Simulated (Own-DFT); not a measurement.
Al$_{3}$GaN$_{4}$ (wurtzite random alloy, strained, atoms displaced) (calculated)

All values are calculated (Own-DFT development build). A calculation, not a measurement: plane-wave PBE density functional theory by an unreviewed code, no spin, of a simulated periodic cell, stress positive in tension, free energy of the whole cell less one offset for each atom, forces on such cells passed a denser k mesh, this cell's mesh not checked; offsets are fitted by least squares, one for each functional and potential file, so energies compare only between cells with the same atoms and settings and are not formation energies; the far tail of each file's local potential was reset to the Coulomb form; each entry is a single point on an unrelaxed cell, so the pressure reflects the starting lattice, mostly measured values, from which strain is counted, and rises with the displacements; printed positions are rounded, which can move forces by about a meV/angstrom; the program is a retired in-house code; no spin-orbit coupling.

Common to all runs: functional PBE; potential files PseudoDojo norm-conserving, scalar-relativistic, standard set with the stringent files for Ga; wave cutoff 96 hartree; occupations Gaussian; smearing width 0.01 eV; k mesh 4 x 4 x 3 centred on Gamma.

```yaml
- entry: 1
  formula: Al3GaN4
  kind: "wurtzite random alloy, strained, atoms displaced"
  structure:
    cell_angstrom: [[9.3233, 0.0, 0.0], [-4.6616, 8.0742, 0.0], [0.0, 0.0, 10.0655]]
    atoms_fractional:
      - [Al, 0.11117, 0.22093, 0.00136]
      - [Al, 0.2276, 0.10799, 0.25101]
      - ["N", 0.12095, 0.2334, 0.1824]
      - ["N", 0.2177, 0.10454, 0.43724]
      - [Al, 0.11489, 0.22297, 0.50216]
      - [Al, 0.22195, 0.11959, 0.74908]
      - ["N", 0.11551, 0.22615, 0.6966]
      - ["N", 0.21932, 0.10348, 0.93342]
      - [Al, 0.11002, 0.54864, 0.99562]
      - [Al, 0.20775, 0.44816, 0.25605]
      - ["N", 0.12117, 0.56074, 0.18644]
      - ["N", 0.21879, 0.45086, 0.44805]
      - [Ga, 0.10855, 0.55841, 0.49731]
      - [Al, 0.22217, 0.43885, 0.74689]
      - ["N", 0.11231, 0.55913, 0.69248]
      - ["N", 0.20954, 0.43997, 0.94619]
      - [Ga, 0.1117, 0.8871, 0.99755]
      - [Ga, 0.22887, 0.78047, 0.24798]
      - ["N", 0.10717, 0.88971, 0.18528]
      - ["N", 0.22075, 0.77605, 0.43506]
      - [Ga, 0.11648, 0.89702, 0.49583]
      - [Al, 0.21291, 0.77099, 0.74833]
      - ["N", 0.10625, 0.88619, 0.68252]
      - ["N", 0.23051, 0.78187, 0.94869]
      - [Al, 0.45005, 0.22821, 0.00014]
      - [Al, 0.56395, 0.11155, 0.25536]
      - ["N", 0.44172, 0.22469, 0.19875]
      - ["N", 0.5567, 0.11573, 0.44505]
      - [Al, 0.46465, 0.23095, 0.50875]
      - [Al, 0.55833, 0.10643, 0.74399]
      - ["N", 0.43896, 0.21563, 0.68756]
      - ["N", 0.55046, 0.12369, 0.93806]
      - [Ga, 0.44339, 0.55038, 0.00699]
      - [Al, 0.55904, 0.45159, 0.25336]
      - ["N", 0.45085, 0.55846, 0.19127]
      - ["N", 0.55845, 0.44579, 0.43954]
      - [Al, 0.44827, 0.56999, 0.49341]
      - [Al, 0.56034, 0.44501, 0.74977]
      - ["N", 0.44955, 0.55629, 0.69255]
      - ["N", 0.54184, 0.43928, 0.9383]
      - [Al, 0.44641, 0.88204, 0.00139]
      - [Al, 0.55012, 0.78539, 0.25048]
      - ["N", 0.44696, 0.89377, 0.18561]
      - ["N", 0.5498, 0.76832, 0.43444]
      - [Ga, 0.4413, 0.889, 0.50122]
      - [Al, 0.55313, 0.76987, 0.75261]
      - ["N", 0.458, 0.89816, 0.6912]
      - ["N", 0.55271, 0.78067, 0.95043]
      - [Al, 0.77211, 0.22529, 0.00091]
      - [Al, 0.87824, 0.11444, 0.24181]
      - ["N", 0.76965, 0.21132, 0.19471]
      - ["N", 0.90151, 0.11812, 0.44354]
      - [Ga, 0.77825, 0.21258, 0.50779]
      - [Al, 0.88314, 0.1102, 0.7492]
      - ["N", 0.77086, 0.21382, 0.68902]
      - ["N", 0.88786, 0.11399, 0.9418]
      - [Al, 0.78755, 0.55322, 0.00291]
      - [Al, 0.88698, 0.43986, 0.25295]
      - ["N", 0.77374, 0.55395, 0.19134]
      - ["N", 0.90242, 0.45525, 0.44407]
      - [Al, 0.78556, 0.56552, 0.50146]
      - [Ga, 0.89225, 0.44271, 0.75123]
      - ["N", 0.78155, 0.55171, 0.6851]
      - ["N", 0.89446, 0.45222, 0.93624]
      - [Al, 0.77336, 0.888, 0.0102]
      - [Al, 0.8867, 0.77774, 0.24288]
      - ["N", 0.77614, 0.89598, 0.19503]
      - ["N", 0.89291, 0.77123, 0.44235]
      - [Al, 0.78504, 0.89387, 0.50934]
      - [Ga, 0.89124, 0.79075, 0.74158]
      - ["N", 0.76704, 0.88492, 0.69041]
      - ["N", 0.89319, 0.7686, 0.94218]
  results:
    "free_energy_of_cell_above_offsets [eV]": "-20.935"
    "pressure [GPa]": 10.44
    "stress_xx [GPa]": -11.68
    "stress_yy [GPa]": -11.74
    "stress_zz [GPa]": -7.9
    "stress_yz [GPa]": 0.51
    "stress_xz [GPa]": 0.39
    "stress_xy [GPa]": 1.01
    force_element: [Al, Al, "N", "N", Al, Al, "N", "N", Al, Al, "N", "N", Ga, Al, "N", "N", Ga, Ga, "N", "N", Ga, Al, "N", "N", Al, Al, "N", "N", Al, Al, "N", "N", Ga, Al, "N", "N", Al, Al, "N", "N", Al, Al, "N", "N", Ga, Al, "N", "N", Al, Al, "N", "N", Ga, Al, "N", "N", Al, Al, "N", "N", Al, Ga, "N", "N", Al, Al, "N", "N", Al, Ga, "N", "N"]
    "force_x [eV/angstrom]": [0.359, -1.714, -1.054, 0.601, 0.932, 1.49, -1.652, -0.316, -0.523, 3.633, -2.786, 2.3, 1.303, -0.217, 1.52, 2.0, 0.522, -1.498, -0.004, 0.402, 0.197, 0.813, 1.583, 0.198, -2.193, -3.329, 1.996, 0.894, -2.818, -2.11, 0.804, 2.869, -1.565, -0.583, -1.427, -0.072, 0.667, -0.12, -0.607, 2.973, -1.941, 1.455, 0.764, 0.818, 0.447, -1.038, -1.032, 2.066, 0.342, 4.601, -0.703, -0.586, -0.043, 0.924, 0.988, -0.556, -2.311, 0.085, 1.356, -3.705, -0.072, -0.632, -1.378, 0.079, 0.928, 0.128, 0.219, -2.21, -0.125, 0.82, -0.226, -2.933]
    "force_y [eV/angstrom]": [-0.32, 0.564, -1.239, 3.677, 0.712, -1.829, -1.185, 2.296, 2.143, -1.097, -1.124, -1.363, 1.205, 2.02, -0.703, -0.535, 0.339, 0.304, 0.136, 1.038, -1.912, 2.066, 1.432, -1.804, -0.944, -0.235, 0.189, -0.581, 0.12, 1.313, 0.919, -1.734, 0.351, -1.248, 0.564, 0.753, -4.163, -0.446, -0.413, 0.543, 2.351, -1.463, 1.032, 4.115, -0.341, 0.63, -3.007, -0.411, -0.382, -0.362, 3.163, -1.71, 1.846, 0.004, 0.687, -0.674, 0.208, 1.085, -0.186, -2.686, -2.245, -0.076, 0.266, -1.769, 0.053, 0.355, -0.894, 1.896, -0.907, -2.412, 1.534, 0.489]
    "force_z [eV/angstrom]": [-0.721, -0.231, 2.046, -0.1, -0.14, 0.278, -1.556, 0.471, 1.006, -0.105, -0.532, -1.165, 1.878, 1.265, -0.019, -2.263, 0.194, -0.49, 1.473, 0.5, 0.239, 1.189, 1.539, -2.122, 1.084, 0.03, -1.242, -1.418, -1.481, 2.037, 0.82, -0.383, -0.374, 0.156, 2.031, 0.731, 1.627, -0.131, -0.794, -0.667, -0.191, -0.409, 0.629, -0.001, 0.088, 1.023, 0.443, -2.041, -0.596, 1.69, -1.56, -0.966, -1.732, 1.119, 1.625, -0.084, -0.256, 0.251, -0.448, -1.884, -0.233, -0.823, 0.542, 1.909, -1.416, 1.347, -0.098, -1.425, -2.679, 1.838, 0.027, -0.35]
- entry: 2
  formula: Al3GaN4
  kind: "wurtzite random alloy, strained, atoms displaced"
  structure:
    cell_angstrom: [[9.3233, 0.0, 0.0], [-4.6616, 8.0742, 0.0], [0.0, 0.0, 10.0655]]
    atoms_fractional:
      - [Al, 0.11559, 0.22032, 0.99879]
      - [Al, 0.2304, 0.11375, 0.24652]
      - ["N", 0.11166, 0.22079, 0.19055]
      - ["N", 0.22441, 0.11201, 0.44591]
      - [Ga, 0.11981, 0.22693, 0.49753]
      - [Al, 0.22199, 0.10929, 0.75004]
      - ["N", 0.10659, 0.22794, 0.69353]
      - ["N", 0.23132, 0.11916, 0.93588]
      - [Al, 0.11977, 0.56224, 0.99296]
      - [Ga, 0.22123, 0.44983, 0.24453]
      - ["N", 0.1157, 0.55443, 0.19159]
      - ["N", 0.22623, 0.45034, 0.44208]
      - [Al, 0.11549, 0.56335, 0.50206]
      - [Al, 0.2394, 0.45245, 0.74294]
      - ["N", 0.10881, 0.55873, 0.68392]
      - ["N", 0.22087, 0.44242, 0.93357]
      - [Ga, 0.10718, 0.87822, 0.99677]
      - [Ga, 0.23303, 0.77853, 0.25171]
      - ["N", 0.10553, 0.89247, 0.18784]
      - ["N", 0.2209, 0.77515, 0.43981]
      - [Al, 0.11457, 0.89449, 0.49658]
      - [Al, 0.21227, 0.76683, 0.75694]
      - ["N", 0.11016, 0.89395, 0.68561]
      - ["N", 0.22194, 0.78155, 0.945]
      - [Al, 0.44866, 0.22823, 0.99428]
      - [Al, 0.56263, 0.11954, 0.2461]
      - ["N", 0.44965, 0.22505, 0.18855]
      - ["N", 0.55446, 0.10376, 0.44598]
      - [Al, 0.4379, 0.21288, 0.50062]
      - [Al, 0.56143, 0.12028, 0.75434]
      - ["N", 0.44949, 0.22946, 0.68897]
      - ["N", 0.54942, 0.11056, 0.94068]
      - [Ga, 0.43938, 0.55013, 0.99379]
      - [Al, 0.55492, 0.44372, 0.25548]
      - ["N", 0.44182, 0.5575, 0.19602]
      - ["N", 0.55683, 0.44988, 0.43809]
      - [Al, 0.44003, 0.55199, 0.50016]
      - [Al, 0.56073, 0.45066, 0.74827]
      - ["N", 0.43896, 0.54696, 0.68559]
      - ["N", 0.54938, 0.44661, 0.9434]
      - [Al, 0.44077, 0.88676, 0.9945]
      - [Al, 0.56067, 0.77459, 0.25218]
      - ["N", 0.43931, 0.88062, 0.1905]
      - ["N", 0.55245, 0.77756, 0.4362]
      - [Al, 0.44568, 0.88726, 0.4963]
      - [Al, 0.54132, 0.77598, 0.7498]
      - ["N", 0.44026, 0.87949, 0.69574]
      - ["N", 0.56233, 0.7708, 0.93551]
      - [Al, 0.77955, 0.22676, 0.99573]
      - [Al, 0.89403, 0.12189, 0.25225]
      - ["N", 0.77521, 0.22938, 0.19281]
      - ["N", 0.89919, 0.11928, 0.43553]
      - [Ga, 0.7845, 0.2229, 0.49739]
      - [Ga, 0.88508, 0.09867, 0.74907]
      - ["N", 0.77802, 0.2175, 0.68938]
      - ["N", 0.88236, 0.10556, 0.93846]
      - [Ga, 0.78365, 0.55314, 0.00279]
      - [Al, 0.88476, 0.43708, 0.24292]
      - ["N", 0.77579, 0.55125, 0.18674]
      - ["N", 0.89176, 0.4499, 0.44717]
      - [Al, 0.78491, 0.56035, 0.49747]
      - [Al, 0.87206, 0.43347, 0.75171]
      - ["N", 0.7866, 0.55731, 0.686]
      - ["N", 0.8941, 0.44736, 0.9512]
      - [Al, 0.78621, 0.89686, 0.99589]
      - [Al, 0.89954, 0.78322, 0.25899]
      - ["N", 0.79147, 0.89694, 0.18605]
      - ["N", 0.88915, 0.77694, 0.45003]
      - [Ga, 0.76195, 0.88222, 0.5048]
      - [Al, 0.88706, 0.77553, 0.74848]
      - ["N", 0.77496, 0.88312, 0.69661]
      - ["N", 0.89551, 0.79103, 0.93767]
  results:
    "free_energy_of_cell_above_offsets [eV]": "-22.464"
    "pressure [GPa]": 9.56
    "stress_xx [GPa]": -12.12
    "stress_yy [GPa]": -10.78
    "stress_zz [GPa]": -5.8
    "stress_yz [GPa]": -0.09
    "stress_xz [GPa]": 0.47
    "stress_xy [GPa]": 0.0
    force_element: [Al, Al, "N", "N", Ga, Al, "N", "N", Al, Ga, "N", "N", Al, Al, "N", "N", Ga, Ga, "N", "N", Al, Al, "N", "N", Al, Al, "N", "N", Al, Al, "N", "N", Ga, Al, "N", "N", Al, Al, "N", "N", Al, Al, "N", "N", Al, Al, "N", "N", Al, Al, "N", "N", Ga, Ga, "N", "N", Ga, Al, "N", "N", Al, Al, "N", "N", Al, Al, "N", "N", Ga, Al, "N", "N"]
    "force_x [eV/angstrom]": [-0.899, -0.905, 0.382, 0.902, -1.053, -0.42, 2.112, -0.35, 0.192, 1.465, -3.105, -0.661, -0.176, -4.408, 0.288, -1.079, -1.069, -2.774, 1.721, -0.013, 0.078, -0.181, 0.695, 1.937, -0.517, -0.888, -0.273, -0.825, 1.404, -0.493, 0.046, 1.276, -0.52, -0.21, 2.0, 0.571, 0.663, 0.082, 2.397, 2.887, 1.664, 0.086, 2.901, -0.844, -0.837, 3.146, -2.088, -1.651, 0.226, 0.26, 1.499, -0.465, -0.682, -0.071, -1.077, 0.292, -2.401, 0.339, 0.034, 0.448, -0.796, 2.612, -1.665, 1.017, -0.712, -1.633, -1.134, 0.245, 2.185, 0.677, -1.206, -0.648]
    "force_y [eV/angstrom]": [-0.042, -0.188, -0.093, -0.606, 0.331, 0.947, -0.142, -0.613, -1.287, -1.477, 0.363, 0.531, -1.287, -2.255, -0.996, -0.162, 2.928, -0.606, 0.234, 1.368, -1.078, 1.63, -0.798, -1.541, -0.43, -2.033, -0.016, 0.794, 1.757, -1.634, -0.605, 0.441, 1.262, 0.583, 0.021, -0.905, 0.433, -0.259, 2.437, -0.941, 0.071, 1.019, 2.654, -1.11, -0.476, -0.98, 1.891, 1.838, -1.34, -1.344, -1.849, -1.514, 0.461, 1.886, 0.268, 2.187, 1.683, 3.01, 0.903, 0.109, -1.118, 1.038, -0.238, -0.802, -1.681, -0.813, -0.519, 0.772, 1.474, 0.442, -1.922, -2.067]
    "force_z [eV/angstrom]": [-0.133, 0.3, -0.746, -2.149, 1.225, -0.404, -0.2, 0.304, 1.504, 1.593, -2.105, -0.087, -0.402, 0.989, 2.095, -0.212, 1.322, 0.127, 0.975, 0.806, 0.964, -1.635, 0.8, -1.673, 1.037, 0.969, -0.154, -1.544, 0.269, -1.153, 0.298, 0.004, 2.195, -1.125, -0.866, 1.039, -0.703, 0.107, -0.354, -2.074, 1.06, -1.411, -1.486, 0.336, 1.169, 0.622, -0.98, 0.111, 0.867, -0.945, -1.46, 0.044, 0.497, 0.324, 1.02, 1.062, -0.328, 1.728, 2.4, -2.042, 0.36, -0.309, 0.904, -2.547, 1.294, -0.786, 0.972, -1.535, -0.05, 0.007, -0.856, -1.241]
- entry: 3
  formula: Al3GaN4
  kind: "wurtzite random alloy, strained, atoms displaced"
  structure:
    cell_angstrom: [[9.3233, 0.0, 0.0], [-4.6616, 8.0742, 0.0], [0.0, 0.0, 10.0655]]
    atoms_fractional:
      - [Ga, 0.12001, 0.23196, 0.99856]
      - [Ga, 0.21326, 0.11075, 0.24341]
      - ["N", 0.10605, 0.2097, 0.19648]
      - ["N", 0.2219, 0.10914, 0.43166]
      - [Ga, 0.10322, 0.23144, 0.50194]
      - [Ga, 0.21906, 0.10865, 0.74473]
      - ["N", 0.12157, 0.22995, 0.68753]
      - ["N", 0.22382, 0.1127, 0.94281]
      - [Al, 0.11084, 0.55487, 0.99962]
      - [Al, 0.22504, 0.44336, 0.25517]
      - ["N", 0.12341, 0.56011, 0.19343]
      - ["N", 0.21206, 0.44834, 0.44009]
      - [Ga, 0.1096, 0.55447, 0.50268]
      - [Al, 0.22558, 0.44824, 0.74665]
      - ["N", 0.10692, 0.55264, 0.70324]
      - ["N", 0.22107, 0.44128, 0.94117]
      - [Al, 0.10743, 0.88817, 0.99989]
      - [Ga, 0.21962, 0.77578, 0.243]
      - ["N", 0.10069, 0.87947, 0.19203]
      - ["N", 0.22801, 0.77745, 0.4442]
      - [Al, 0.11557, 0.89608, 0.50867]
      - [Al, 0.22598, 0.77266, 0.74405]
      - ["N", 0.10397, 0.89018, 0.6856]
      - ["N", 0.22213, 0.77427, 0.93237]
      - [Al, 0.44352, 0.22167, 0.00218]
      - [Ga, 0.55015, 0.11049, 0.24859]
      - ["N", 0.45232, 0.22995, 0.1944]
      - ["N", 0.55648, 0.10818, 0.43779]
      - [Al, 0.44678, 0.22512, 0.50428]
      - [Al, 0.55607, 0.11356, 0.75973]
      - ["N", 0.45508, 0.23299, 0.69986]
      - ["N", 0.5504, 0.10926, 0.94632]
      - [Al, 0.44135, 0.5527, 0.99355]
      - [Al, 0.55323, 0.4477, 0.25962]
      - ["N", 0.45077, 0.56207, 0.19321]
      - ["N", 0.54818, 0.42895, 0.44079]
      - [Al, 0.45572, 0.57062, 0.49879]
      - [Al, 0.56241, 0.44261, 0.74573]
      - ["N", 0.45074, 0.56129, 0.68746]
      - ["N", 0.55632, 0.4452, 0.95111]
      - [Al, 0.4355, 0.88456, 0.99574]
      - [Ga, 0.54978, 0.78357, 0.25087]
      - ["N", 0.44537, 0.89059, 0.18949]
      - ["N", 0.55548, 0.77497, 0.42957]
      - [Al, 0.44114, 0.89239, 0.49405]
      - [Al, 0.56721, 0.78316, 0.74696]
      - ["N", 0.43985, 0.88597, 0.68698]
      - ["N", 0.56864, 0.7896, 0.93848]
      - [Al, 0.7824, 0.22104, 0.00331]
      - [Al, 0.88384, 0.11856, 0.25295]
      - ["N", 0.76546, 0.21778, 0.18506]
      - ["N", 0.88632, 0.11625, 0.43704]
      - [Al, 0.77587, 0.21994, 0.50191]
      - [Al, 0.88736, 0.10005, 0.75412]
      - ["N", 0.7842, 0.22147, 0.68965]
      - ["N", 0.88981, 0.11117, 0.93643]
      - [Al, 0.78631, 0.5423, 0.99902]
      - [Al, 0.88562, 0.44174, 0.25312]
      - ["N", 0.77626, 0.55814, 0.19103]
      - ["N", 0.90067, 0.45436, 0.44489]
      - [Al, 0.77812, 0.54871, 0.49827]
      - [Al, 0.88981, 0.44554, 0.74248]
      - ["N", 0.7761, 0.55888, 0.6912]
      - ["N", 0.89044, 0.45071, 0.94163]
      - [Al, 0.77258, 0.89318, 0.00058]
      - [Al, 0.88977, 0.77881, 0.25324]
      - ["N", 0.7864, 0.88546, 0.19019]
      - ["N", 0.89748, 0.78724, 0.44087]
      - [Al, 0.7862, 0.89319, 0.50333]
      - [Ga, 0.88947, 0.77577, 0.74944]
      - ["N", 0.77123, 0.87849, 0.68933]
      - ["N", 0.88076, 0.77017, 0.94158]
  results:
    "stress_xx [GPa]": null
    "stress_yy [GPa]": null
```

Questions
1. What stress xx does the calculation give for Al$_{3}$GaN$_{4}$ (wurtzite random alloy, strained, atoms displaced) (entry 3)?
2. Al$_{3}$GaN$_{4}$ (wurtzite random alloy, strained, atoms displaced) (entry 3): stress yy?

Calculated values
1. -11.35 GPa
2. -11.37 GPa

Further results for Al$_{3}$GaN$_{4}$ (wurtzite random alloy, strained, atoms displaced) (entry 3):

```
free energy of cell above offsets : -21.392 eV
pressure                          : 9.91 GPa
stress zz                         : -7.01 GPa
stress yz                         : 0.27 GPa
stress xz                         : -0.29 GPa
stress xy                         : 0.38 GPa
```

Force:
```csv
element,x (eV/Å),y (eV/Å),z (eV/Å)
Ga,-0.5,-2.516,1.253
Ga,3.741,-1.623,1.272
N,-3.889,3.766,-1.366
N,0.292,0.553,2.694
Ga,2.156,-1.085,-0.81
Ga,1.006,0.805,1.376
N,-2.009,-0.522,1.164
N,0.538,-0.992,-0.211
Al,0.241,0.259,0.164
Al,0.36,0.033,-0.723
N,-1.356,-3.034,-1.455
N,3.48,0.292,-0.51
Ga,0.531,2.142,1.31
Al,0.541,0.013,0.618
N,0.799,0.165,-1.253
N,-0.286,2.725,-1.406
Al,-0.351,-0.572,-0.057
Ga,-0.059,1.093,1.857
N,0.684,0.822,-1.75
N,-1.695,0.829,-0.124
Al,0.363,-0.448,-3.012
Al,-1.289,0.847,0.606
N,2.392,-0.63,0.902
N,-0.793,0.171,0.704
Al,0.012,0.762,0.661
Ga,-0.508,-0.178,0.404
N,-1.779,0.106,-1.331
N,-0.203,1.059,1.468
Al,-0.479,-2.3,-0.118
Al,0.52,-0.579,-0.898
N,0.257,-2.316,-1.901
N,0.98,0.196,-0.538
Al,1.212,1.32,1.413
Al,0.685,0.054,-2.094
N,-0.977,-1.921,-0.793
N,0.087,3.316,0.801
Al,-0.567,-2.438,0.112
Al,-1.66,1.88,2.181
N,-0.09,-0.375,0.263
N,0.55,-0.344,-2.01
Al,1.37,0.451,0.469
Ga,2.45,-0.336,-1.673
N,-1.285,0.197,-1.996
N,0.274,1.831,3.643
Al,1.514,-0.512,0.92
Al,-2.752,-1.095,1.065
N,1.244,1.107,0.049
N,-2.709,-1.866,-0.766
Al,-1.051,0.165,-1.262
Al,0.982,-1.874,-0.958
N,2.596,1.601,0.703
N,-0.799,-1.041,0.497
Al,-0.364,0.372,0.036
Al,-0.006,1.35,-0.975
N,-0.698,-0.409,0.432
N,-0.358,0.098,0.502
Al,-5.138,2.96,1.867
Al,0.037,0.951,-0.545
N,0.983,-0.867,0.803
N,-2.715,-2.884,-1.23
Al,-0.981,1.629,0.048
Al,-0.704,-0.585,1.494
N,1.384,-1.808,-1.503
N,3.299,-2.898,-1.511
Al,2.724,-0.519,1.315
Al,-0.325,-0.787,0.036
N,-1.972,1.994,-0.304
N,-0.285,-1.497,0.604
Al,-0.845,-0.393,-1.425
Ga,-0.303,-0.091,1.558
N,0.876,2.694,-1.118
N,0.617,0.723,0.359
```
